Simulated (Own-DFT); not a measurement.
GaP (zincblende, strained, atoms displaced), GaN (wurtzite, strained, atoms displaced) (calculated)

All values are calculated (Own-DFT development build). A calculation, not a measurement: plane-wave PBE density functional theory by an unreviewed code, no spin, of a simulated periodic cell, stress positive in tension, free energy of the whole cell less one offset for each atom, forces on such cells passed a denser k mesh, this cell's mesh not checked; offsets are fitted by least squares, one for each functional and potential file, so energies compare only between cells with the same atoms and settings and are not formation energies; the far tail of each file's local potential was reset to the Coulomb form; each entry is a single point on an unrelaxed cell, so the pressure reflects the starting lattice, mostly measured values (interpolated for alloys), from which strain is counted, and rises with the displacements; printed positions are rounded, which can move forces by about a meV/angstrom; the program, named Own-DFT, is a retired in-house code; no spin-orbit coupling.

Settings shared by all entries: functional PBE.

(1) GaP (zincblende, strained, atoms displaced)

```
cell vectors (Å)
  10.8620     0.0000     0.0000
   0.0000    10.8620     0.0000
   0.0000     0.0000    10.9439
atoms (fractions of the cell vectors)
Ga  0.00006  0.00374  0.99977
Ga  0.99636  0.24855  0.24563
Ga  0.24813  0.99850  0.25174
Ga  0.24821  0.24608  0.00184
P   0.12491  0.12943  0.12436
P   0.11955  0.36731  0.37660
P   0.37748  0.12635  0.37203
P   0.37667  0.37657  0.12133
Ga  0.99958  0.99974  0.49956
Ga  0.99886  0.25048  0.74990
Ga  0.24426  0.99868  0.75231
Ga  0.25396  0.25277  0.49994
P   0.12719  0.12275  0.62486
P   0.12421  0.37315  0.87753
P   0.37477  0.12641  0.87731
P   0.37477  0.37892  0.62787
Ga  0.00256  0.50161  0.99804
Ga  0.00211  0.74655  0.24598
Ga  0.24943  0.50212  0.24854
Ga  0.25063  0.75032  0.00060
P   0.12732  0.62710  0.12259
P   0.12506  0.87132  0.37435
P   0.37604  0.62929  0.37665
P   0.37554  0.87442  0.12350
Ga  0.00086  0.50111  0.49637
Ga  0.00306  0.75452  0.75190
Ga  0.25356  0.50121  0.75263
Ga  0.24802  0.74983  0.49588
P   0.11985  0.62571  0.62442
P   0.12928  0.87198  0.87298
P   0.37275  0.62794  0.87810
P   0.37285  0.87576  0.61840
Ga  0.49833  0.00847  0.00074
Ga  0.49710  0.25015  0.25410
Ga  0.75139  0.00380  0.24902
Ga  0.75129  0.24889  0.00301
P   0.62679  0.12541  0.12857
P   0.62721  0.37124  0.37803
P   0.87621  0.12100  0.37866
P   0.87664  0.37535  0.12406
Ga  0.50223  0.99936  0.49948
Ga  0.50186  0.24911  0.74784
Ga  0.75165  0.99579  0.75045
Ga  0.75037  0.25122  0.50093
P   0.62511  0.12575  0.62331
P   0.62715  0.37908  0.87488
P   0.87396  0.11973  0.87597
P   0.87398  0.37396  0.62152
Ga  0.49681  0.49869  0.00177
Ga  0.49814  0.74893  0.25347
Ga  0.74932  0.49997  0.25172
Ga  0.75539  0.74857  0.99996
P   0.63073  0.62539  0.12056
P   0.62626  0.87597  0.37805
P   0.87235  0.62490  0.37468
P   0.87152  0.87494  0.13026
Ga  0.49744  0.50168  0.49803
Ga  0.50180  0.75329  0.75137
Ga  0.75076  0.50378  0.75010
Ga  0.75027  0.74952  0.49873
P   0.62889  0.62485  0.62533
P   0.62568  0.87806  0.88230
P   0.87491  0.62158  0.87274
P   0.87180  0.87964  0.62729
```

It was run with potential files PseudoDojo norm-conserving, scalar-relativistic, standard set, wave cutoff 42 hartree, occupations Fermi-Dirac, smearing width 0.1 eV, hardware one NVIDIA H100 and k mesh 3 x 3 x 3 centred on Gamma.

Results for GaP (zincblende, strained, atoms displaced): free energy of cell above offsets -35.150 eV; pressure 3.1 GPa; stress xx -3.29 GPa; stress yy -3.27 GPa; stress zz -2.73 GPa; stress yz 0.08 GPa; stress xz -0.11 GPa; stress xy 0.09 GPa; wall time 525.5 s.

Force:
```
element  x (eV/Å)  y (eV/Å)  z (eV/Å)
     Ga     0.152    -0.748     0.241
     Ga    -0.095    -0.124     0.501
     Ga     0.133     0.123    -0.308
     Ga     0.327     0.654    -0.238
      P    -0.065    -0.866     0.372
      P     0.625     0.774    -0.472
      P    -0.498    -0.437     0.569
      P    -0.475    -0.452     0.739
     Ga      0.33    -0.301     0.274
     Ga    -0.047    -0.228    -0.072
     Ga     0.968     0.131    -0.426
     Ga    -0.148     -0.32     0.152
      P    -0.192     0.461    -0.097
      P     0.283     0.087    -0.372
      P    -0.237     0.019     -0.66
      P     0.199    -0.273      -0.3
     Ga    -0.155    -0.163     0.165
     Ga    -0.399     0.232     0.383
     Ga     0.003    -0.484     0.399
     Ga     0.111     0.229      0.03
      P    -0.207    -0.312     0.021
      P    -0.433     0.349    -0.143
      P    -0.381     -0.74    -0.293
      P     0.043     0.315     0.272
     Ga    -0.273    -0.218     0.192
     Ga    -0.668    -0.358    -0.344
     Ga    -0.745     0.162     0.006
     Ga    -0.085    -0.145     0.662
      P     0.692    -0.077     0.052
      P    -0.574     0.373     0.876
      P     0.532     -0.17    -0.336
      P     0.056     0.016      0.82
     Ga     0.256    -0.619     0.331
     Ga     0.506     0.386    -0.629
     Ga     -0.23    -0.414     0.587
     Ga    -0.121     0.135    -0.399
      P    -0.393     0.412    -0.113
      P    -0.489     0.575    -0.354
      P    -0.177     0.643    -0.529
      P    -0.159     0.321     0.061
     Ga    -0.212     0.223    -0.017
     Ga     0.027     0.297     0.339
     Ga    -0.776     0.545      0.29
     Ga     0.148    -0.463     0.013
      P     0.176    -0.297     0.309
      P    -0.198    -0.525     0.072
      P     -0.03      0.74    -0.247
      P     0.231     0.409     0.502
     Ga     0.644     0.499    -0.421
     Ga     0.745     0.296    -0.635
     Ga    -0.087    -0.212    -0.259
     Ga    -0.117     0.235     -0.14
      P    -0.832    -0.148     0.674
      P     0.011    -0.047    -0.605
      P     0.492     0.071    -0.171
      P     0.783     0.054    -0.638
     Ga     0.506    -0.129     0.324
     Ga    -0.092     0.048    -0.139
     Ga     0.018    -0.675    -0.337
     Ga     0.092     0.224     0.323
      P    -0.634     0.208    -0.098
      P     -0.08    -0.172    -0.447
      P     0.557      0.72     0.181
      P     0.656    -0.849    -0.492
```

(2) GaN (wurtzite, strained, atoms displaced)

```
cell vectors (Å)
  12.7560     0.0319     0.0000
  -4.7628     8.2733     0.0000
   0.0000     0.0000    10.3700
atoms (fractions of the cell vectors)
Ga  0.08453  0.22689  0.99699
Ga  0.16842  0.11320  0.23814
N   0.08455  0.23653  0.18459
N   0.16983  0.11388  0.43987
Ga  0.08941  0.22417  0.49824
Ga  0.17641  0.11811  0.75941
N   0.07747  0.22332  0.69466
N   0.16391  0.11345  0.93812
Ga  0.08068  0.55693  0.00865
Ga  0.17091  0.44350  0.23905
N   0.08368  0.55333  0.18311
N   0.17301  0.45371  0.43810
Ga  0.08618  0.55431  0.49970
Ga  0.17235  0.44147  0.75665
N   0.08304  0.55257  0.68712
N   0.17197  0.44998  0.95064
Ga  0.08497  0.89164  0.99843
Ga  0.16681  0.77918  0.24427
N   0.07725  0.87828  0.19042
N   0.16701  0.77992  0.44472
Ga  0.09325  0.89642  0.50152
Ga  0.17459  0.78705  0.74999
N   0.07612  0.89442  0.69005
N   0.16674  0.78574  0.94498
Ga  0.33145  0.22099  0.00219
Ga  0.41671  0.12076  0.25288
N   0.33991  0.23063  0.18917
N   0.41636  0.11599  0.44626
Ga  0.33399  0.23118  0.50931
Ga  0.42051  0.11226  0.74366
N   0.33623  0.22259  0.67948
N   0.41715  0.11393  0.94265
Ga  0.32432  0.54839  0.00039
Ga  0.42021  0.44770  0.24849
N   0.33293  0.56003  0.18427
N   0.41706  0.43674  0.43643
Ga  0.34341  0.55610  0.50441
Ga  0.41537  0.44590  0.74559
N   0.33350  0.55957  0.68641
N   0.42059  0.44942  0.93887
Ga  0.33245  0.88216  0.00229
Ga  0.41925  0.78187  0.24601
N   0.32474  0.87945  0.19077
N   0.41701  0.77850  0.43951
Ga  0.33130  0.89520  0.50310
Ga  0.41788  0.77463  0.75303
N   0.34252  0.89601  0.68678
N   0.41264  0.76897  0.94377
Ga  0.58378  0.22414  0.99958
Ga  0.66874  0.10633  0.24382
N   0.58403  0.21744  0.17542
N   0.65708  0.11000  0.43499
Ga  0.57769  0.21766  0.50745
Ga  0.67125  0.11678  0.75656
N   0.57847  0.22131  0.69292
N   0.66656  0.10944  0.93860
Ga  0.58768  0.56863  0.00752
Ga  0.66554  0.45252  0.24555
N   0.57920  0.55258  0.19095
N   0.67046  0.44605  0.44435
Ga  0.58619  0.56431  0.50608
Ga  0.65698  0.43021  0.74803
N   0.58466  0.56550  0.67801
N   0.66245  0.45188  0.94172
Ga  0.57797  0.88651  0.00978
Ga  0.66464  0.77351  0.24329
N   0.58330  0.89369  0.17525
N   0.67305  0.78047  0.44062
Ga  0.57921  0.88478  0.50388
Ga  0.66516  0.75942  0.74415
N   0.59432  0.89873  0.68193
N   0.65817  0.78112  0.93877
Ga  0.83365  0.21627  0.99964
Ga  0.91520  0.11158  0.24829
N   0.84222  0.22884  0.19028
N   0.91878  0.11201  0.44136
Ga  0.83483  0.21359  0.50743
Ga  0.90999  0.10491  0.75157
N   0.83271  0.21761  0.68797
N   0.91417  0.11105  0.93588
Ga  0.82885  0.54810  0.00152
Ga  0.90963  0.43500  0.25560
N   0.83391  0.55659  0.18536
N   0.91520  0.44246  0.43883
Ga  0.82539  0.55549  0.50461
Ga  0.92171  0.45254  0.74801
N   0.82830  0.54775  0.68270
N   0.92821  0.44955  0.94635
Ga  0.82837  0.88488  0.00020
Ga  0.92073  0.78240  0.24943
N   0.82945  0.88804  0.19248
N   0.91456  0.77446  0.44853
Ga  0.82988  0.88594  0.50333
Ga  0.91210  0.77112  0.74638
N   0.83541  0.87049  0.68343
N   0.91767  0.77756  0.93481
```

It was run with potential files PseudoDojo norm-conserving, scalar-relativistic, standard set with the stringent files for Ga, wave cutoff 96 hartree, occupations Gaussian, smearing width 0.01 eV and k mesh 3 x 4 x 3 centred on Gamma.

Results for GaN (wurtzite, strained, atoms displaced): free energy of cell above offsets -3.318 eV; pressure 7.44 GPa; stress xx -6.77 GPa; stress yy -6.46 GPa; stress zz -9.08 GPa; stress yz -0.67 GPa; stress xz -0.09 GPa; stress xy -0.09 GPa.

Force:
```
element  x (eV/Å)  y (eV/Å)  z (eV/Å)
     Ga    -0.926     -0.43     0.042
     Ga    -0.473    -0.002     1.544
      N     0.803    -3.313    -0.291
      N     0.264     0.189    -1.182
     Ga    -1.064     0.603     0.553
     Ga    -1.758    -0.863    -2.118
      N     1.543    -0.145    -0.323
      N     0.808     0.239     1.355
     Ga     1.249     1.121    -1.404
     Ga    -1.035     1.966     2.346
      N    -0.494     0.231      2.66
      N     0.882        -1    -0.503
     Ga    -0.726    -0.025    -0.235
     Ga    -1.815     0.243    -0.329
      N     0.936     1.057     0.817
      N    -2.428    -1.206    -2.297
     Ga    -1.186    -0.477     0.088
     Ga    -0.377     -1.62     1.641
      N     0.591     2.345    -0.968
      N      0.51    -0.243    -1.146
     Ga    -1.994    -0.733     0.368
     Ga      -1.2    -0.785     0.051
      N     2.448     0.313     0.301
      N     1.094    -0.861    -1.176
     Ga     0.682     0.789    -0.587
     Ga     1.567     -1.34     0.201
      N    -1.176    -0.676    -0.439
      N    -0.472    -0.058    -1.032
     Ga     0.079    -1.287    -3.503
     Ga    -1.279    -0.436     2.056
      N    -0.255     0.364     3.799
      N    -0.118    -0.791    -1.084
     Ga     3.212     1.289     0.477
     Ga    -1.727     0.076     0.627
      N     1.531    -0.064     0.686
      N     0.274      1.77     0.068
     Ga    -1.799     0.241    -1.719
     Ga     0.634     0.174     1.124
      N     0.548    -0.503     0.787
      N    -0.451    -0.574    -0.371
     Ga    -0.464     1.026    -0.049
     Ga    -0.611     -0.34     1.076
      N     1.425     2.094    -0.211
      N    -0.085    -0.147    -0.441
     Ga     0.925    -0.828    -1.027
     Ga     0.764     1.236     0.022
      N     -0.55    -0.916      0.73
      N    -0.018      0.76    -0.918
     Ga    -0.312      0.08    -1.322
     Ga    -0.579     1.388     1.114
      N    -0.484     0.637     2.986
      N     1.602    -0.326     0.063
     Ga     0.875     0.919    -1.354
     Ga    -0.064    -0.865     -0.97
      N     1.605    -0.523    -0.453
      N    -0.176     0.326     0.547
     Ga    -0.771    -1.126    -1.324
     Ga     1.819     -1.54     1.258
      N     0.223     0.968     -0.31
      N     -2.28    -0.995    -1.284
     Ga     0.587    -1.062     -3.43
     Ga     0.463     2.754     0.813
      N    -0.238     -4.05     2.259
      N      0.87    -0.609    -0.918
     Ga    -0.309     0.286     -5.16
     Ga    -0.337     0.845     1.703
      N     0.558    -0.894     5.016
      N    -2.025    -0.336    -1.441
     Ga     0.409     0.968    -1.463
     Ga    -0.436     4.532     1.722
      N     -0.62    -1.145     2.165
      N     1.561    -0.075    -0.542
     Ga    -0.511     1.247     0.278
     Ga     0.829     0.065     1.059
      N    -1.396    -1.805    -1.022
      N     0.468    -0.492    -0.522
     Ga    -1.474         1    -1.699
     Ga     1.012    -0.656    -0.559
      N    -0.448     0.815     1.026
      N     0.892    -0.643     0.633
     Ga      0.73     0.856    -0.715
     Ga     0.565     2.042     0.007
      N    -0.448    -0.059     0.773
      N     0.075    -0.129     0.831
     Ga     2.356     0.156    -1.323
     Ga    -0.038    -0.793     0.581
      N    -0.211     -0.37     2.324
      N    -2.799    -1.609    -1.843
     Ga     0.476      0.15    -0.423
     Ga    -1.309    -1.319     1.628
      N      0.64     0.171     -0.93
      N     0.726     0.915    -1.637
     Ga     1.568     0.779    -0.849
     Ga       1.8    -0.781     0.919
      N    -3.179     2.118     1.011
      N    -0.561    -0.274     0.709
```

(3) GaN (wurtzite, strained, atoms displaced)

```
cell vectors (Å)
  12.7560     0.0000     0.0000
  -4.7835     8.2853     0.0000
   0.0000     0.0000    10.6292
atoms (fractions of the cell vectors)
Ga  0.07334  0.20387  0.00250
Ga  0.16308  0.10791  0.25029
N   0.09550  0.23006  0.18320
N   0.16894  0.11924  0.44072
Ga  0.09400  0.22645  0.50056
Ga  0.16725  0.11312  0.75014
N   0.08367  0.22516  0.69422
N   0.16098  0.11053  0.94597
Ga  0.08465  0.55275  0.00162
Ga  0.16523  0.45105  0.25110
N   0.08059  0.55294  0.18957
N   0.17276  0.45266  0.44045
Ga  0.08081  0.56171  0.50008
Ga  0.16802  0.44520  0.75570
N   0.08023  0.54996  0.68394
N   0.15753  0.43775  0.94347
Ga  0.08178  0.88799  0.99587
Ga  0.16379  0.77007  0.24421
N   0.08289  0.88597  0.19764
N   0.16750  0.77878  0.42877
Ga  0.08503  0.87522  0.49836
Ga  0.16957  0.77938  0.74942
N   0.07549  0.87988  0.69197
N   0.16871  0.77682  0.94362
Ga  0.33294  0.22980  0.99908
Ga  0.41275  0.10683  0.25484
N   0.32059  0.21990  0.18313
N   0.41234  0.10235  0.43825
Ga  0.33929  0.22478  0.50395
Ga  0.40905  0.10912  0.74226
N   0.33605  0.23119  0.68279
N   0.41936  0.10977  0.94246
Ga  0.33356  0.55276  0.00510
Ga  0.41269  0.43582  0.25231
N   0.33241  0.55438  0.18607
N   0.42096  0.44849  0.43678
Ga  0.32179  0.54769  0.50092
Ga  0.41587  0.44445  0.74677
N   0.33747  0.54805  0.68332
N   0.41991  0.44888  0.94211
Ga  0.32984  0.88926  0.00306
Ga  0.42227  0.77835  0.24933
N   0.32959  0.88850  0.18249
N   0.41646  0.78813  0.44364
Ga  0.34416  0.89812  0.50671
Ga  0.41794  0.77639  0.74749
N   0.33404  0.90500  0.68634
N   0.41896  0.79080  0.93684
Ga  0.58476  0.22540  0.99965
Ga  0.66606  0.11753  0.25167
N   0.57812  0.22451  0.19901
N   0.66919  0.11285  0.44241
Ga  0.58855  0.22235  0.50271
Ga  0.67536  0.12481  0.74291
N   0.58001  0.21769  0.69966
N   0.65941  0.10632  0.93833
Ga  0.57803  0.55501  0.99861
Ga  0.66289  0.44254  0.24182
N   0.58031  0.55915  0.18377
N   0.67396  0.44376  0.43076
Ga  0.59061  0.56575  0.50289
Ga  0.66093  0.43625  0.74858
N   0.57936  0.55306  0.68269
N   0.66943  0.44574  0.93408
Ga  0.58768  0.89490  0.00943
Ga  0.66507  0.78387  0.25820
N   0.58927  0.89790  0.18384
N   0.66446  0.77837  0.43633
Ga  0.57661  0.88459  0.50481
Ga  0.66624  0.77540  0.74649
N   0.58156  0.89392  0.68736
N   0.66604  0.78082  0.93765
Ga  0.83031  0.21580  0.00163
Ga  0.91630  0.11123  0.25255
N   0.82835  0.21714  0.18813
N   0.90761  0.10554  0.44573
Ga  0.83380  0.22017  0.49928
Ga  0.91849  0.11477  0.75649
N   0.83221  0.21051  0.68213
N   0.92412  0.11415  0.93505
Ga  0.83266  0.55005  0.99960
Ga  0.91657  0.44334  0.24806
N   0.84424  0.55570  0.19618
N   0.92108  0.44528  0.43936
Ga  0.84104  0.55402  0.50295
Ga  0.92250  0.45155  0.74624
N   0.83221  0.55953  0.67697
N   0.91693  0.43500  0.93981
Ga  0.82329  0.88086  0.99805
Ga  0.92301  0.77845  0.24844
N   0.83838  0.89705  0.18238
N   0.91772  0.77750  0.43988
Ga  0.83435  0.89432  0.50993
Ga  0.90652  0.77734  0.75487
N   0.83352  0.88818  0.68374
N   0.91418  0.77389  0.93386
```

Here we set potential files PseudoDojo norm-conserving, scalar-relativistic, standard set with the stringent files for Ga, wave cutoff 96 hartree, occupations Gaussian, smearing width 0.01 eV and k mesh 3 x 4 x 3 centred on Gamma.

It finds free energy of cell above offsets -4.722 eV; pressure 2.59 GPa; stress xx -5.44 GPa; stress yy -4.45 GPa; stress zz 2.12 GPa; stress yz -0.35 GPa; stress xz -0.13 GPa; stress xy -0.01 GPa.

Force:
```
element  x (eV/Å)  y (eV/Å)  z (eV/Å)
     Ga     0.779     2.617      0.95
     Ga     0.014    -0.033     0.823
      N    -2.292     -0.41     1.086
      N     1.479    -1.429    -0.424
     Ga    -2.294    -0.009     0.775
     Ga    -0.312    -0.735       0.2
      N     0.397    -0.128    -0.858
      N     1.825     -0.27     -1.77
     Ga    -0.761     0.157     0.257
     Ga     1.106    -0.744    -0.011
      N      0.17    -0.247    -0.637
      N    -2.759    -1.508    -1.183
     Ga     1.355    -0.148    -0.278
     Ga    -0.027    -0.021     0.139
      N     1.245     1.278     0.353
      N     1.973    -0.023    -0.739
     Ga     0.145    -0.377     0.837
     Ga      0.24     1.015     0.613
      N     0.524     0.511    -1.936
      N     1.268    -0.288      0.97
     Ga     -1.61     1.727     0.502
     Ga    -0.858    -0.314      0.52
      N     0.714     0.836    -0.265
      N    -0.994    -0.334    -1.097
     Ga     0.595    -1.438     0.364
     Ga    -0.992     0.002    -0.764
      N     2.301     0.173     0.564
      N     0.406      2.02     0.144
     Ga    -0.701     0.224    -1.471
     Ga     0.879     1.941     2.564
      N    -0.277    -1.082     1.059
      N    -1.574     0.788    -0.932
     Ga     -1.12     0.919    -0.814
     Ga    -0.163      0.51    -0.055
      N      0.18     0.567      0.91
      N    -0.283    -0.104     0.306
     Ga     3.398     1.888     0.206
     Ga     0.769     0.151     1.022
      N    -2.205     1.311     0.558
      N    -1.091    -0.542    -1.678
     Ga     0.921     0.593    -0.385
     Ga    -1.183     0.133     0.059
      N     0.906    -0.213     1.318
      N     0.969     -1.97    -1.256
     Ga     -2.15    -1.158    -0.604
     Ga    -0.386     0.401     0.967
      N     0.642    -3.299    -0.197
      N     0.667    -1.715     0.004
     Ga    -0.408    -0.484     0.324
     Ga    -0.059    -0.178      0.67
      N     0.548    -0.729     -1.74
      N    -0.345    -0.719     -0.62
     Ga    -0.883     0.679    -0.283
     Ga    -0.646    -1.888     1.574
      N    -0.312     0.223    -1.948
      N     1.435     1.036    -0.332
     Ga     1.609     0.745     0.462
     Ga     0.561     1.527     1.323
      N     0.396     0.036     0.361
      N    -0.925     0.183     0.939
     Ga     0.233    -1.594    -1.325
     Ga     0.432     1.301    -0.132
      N     0.759     0.263     1.003
      N    -0.708     0.168     0.495
     Ga    -0.946    -0.586    -2.209
     Ga     1.176    -0.349    -1.339
      N    -0.499    -0.406     1.878
      N     0.116     0.767     0.902
     Ga     1.079     0.711    -0.253
     Ga    -0.727     0.533     0.418
      N     0.801     -0.25     0.107
      N    -0.712    -0.781     -0.84
     Ga      -0.1    -0.153    -0.256
     Ga     0.542     0.308     0.233
      N     0.606     0.614    -0.001
      N     2.194     0.947    -1.515
     Ga    -0.225      0.67     0.149
     Ga      0.23    -0.412    -0.989
      N     0.117      1.88     0.646
      N    -2.801    -1.808     0.199
     Ga     0.574     0.297     0.402
     Ga     0.857    -1.074     1.062
      N    -2.839     0.254    -2.043
      N    -0.117    -0.851     -0.63
     Ga    -1.438     0.433    -1.797
     Ga    -1.336    -1.117     0.674
      N     0.101    -0.893      2.59
      N    -0.584     0.854    -0.712
     Ga     1.673     0.976     0.547
     Ga    -1.745    -0.161      1.08
      N    -0.228      -1.2     0.606
      N      -0.3     0.259    -0.243
     Ga     0.633      -1.1    -2.065
     Ga     1.584    -0.542    -0.942
      N    -0.922     0.444      1.85
      N    -0.287    -0.058     1.002
```
